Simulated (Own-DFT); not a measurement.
# What a defect does to the pressure of its cell: D0_22 TiAl3

Source: density functional calculations with Own-DFT, an unreviewed in-house program that is no longer used. Nothing was measured or relaxed, and spin and spin-orbit coupling are left out.

Method: PBE; PseudoDojo norm-conserving scalar-relativistic files; cutoff 42 hartree; 4 x 4 x 4 k mesh centred on Gamma; cold (Marzari-Vanderbilt) smearing of 0.2 eV.

Keep in mind: forces on such cells failed a check on a denser k mesh; stress not checked against mesh or cutoff.

All runs share one cell, with vectors in Å (-2.365, -6.981, 4.326); (-7.667, 3.491, 1.442); (-2.950, -3.488, -7.241) and a volume of 625.4 Å³. Atoms were moved at random from their sites; u is the rms move along one axis. The defect's site can differ from row to row.

| cell | formula | u (Å) | P (GPa) |
|---|---|---|---|
| no defect | Al30Ti10 | 0.0206 | 2.00 |
| no defect | Al30Ti10 | 0.0511 | 2.70 |
| no defect | Al30Ti10 | 0.0547 | 2.94 |
| two Al vacancies | Al28Ti10 | 0.0278 | 1.27 |
| two Al vacancies | Al28Ti10 | 0.0311 | 1.28 |
| two Al vacancies | Al28Ti10 | 0.0525 | 1.69 |
| two Al on a Ti site each | Al32Ti8 | 0.0299 | ? |
| two Al on a Ti site each | Al32Ti8 | 0.0322 | 2.92 |
| two Al on a Ti site each | Al32Ti8 | 0.0506 | 3.35 |
| two Al on a Ti site each | Al32Ti8 | 0.0520 | 3.52 |
| one Ti vacancy | Al30Ti9 | 0.0296 | 1.81 |
| one Ti vacancy | Al30Ti9 | 0.0493 | 2.40 |
| one Ti vacancy | Al30Ti9 | 0.0523 | 2.36 |
| two Ti on an Al site each | Al28Ti12 | 0.0277 | 3.28 |
| two Ti on an Al site each | Al28Ti12 | 0.0314 | 3.40 |
| two Ti on an Al site each | Al28Ti12 | 0.0537 | 3.94 |

## Analysis

P = P0 + c u² + a shift for each defect gives P0 = 1.92 GPa, c = 309 ± 21 GPa/Å² and a scatter of 0.08 GPa. The shifts, and each times the cell's volume:

- two Ti on an Al site each: 1.14 ± 0.06 GPa, 4.4 eV (2.2 eV for each of its 2 sites)
- two Al on a Ti site each: 0.69 ± 0.06 GPa, 2.7 eV (1.3 eV for each of its 2 sites)
- one Ti vacancy: -0.36 ± 0.06 GPa, -1.4 eV
- two Al vacancies: -0.97 ± 0.06 GPa, -3.8 eV (-1.9 eV for each of its 2 sites)

Against the defect-free cell, a freed cell would be larger where the shift is positive and smaller where it is negative (160.2 GPa Å³ is 1 eV). The atoms around the defects weren't relaxed, which would change these numbers.

## Test on the hidden row

Q: what pressure belongs in the blank (two Al on a Ti site each, u = 0.0299 Å)?

From the fit: 2.89 ± 0.09 GPa. Computed: 2.90 GPa.
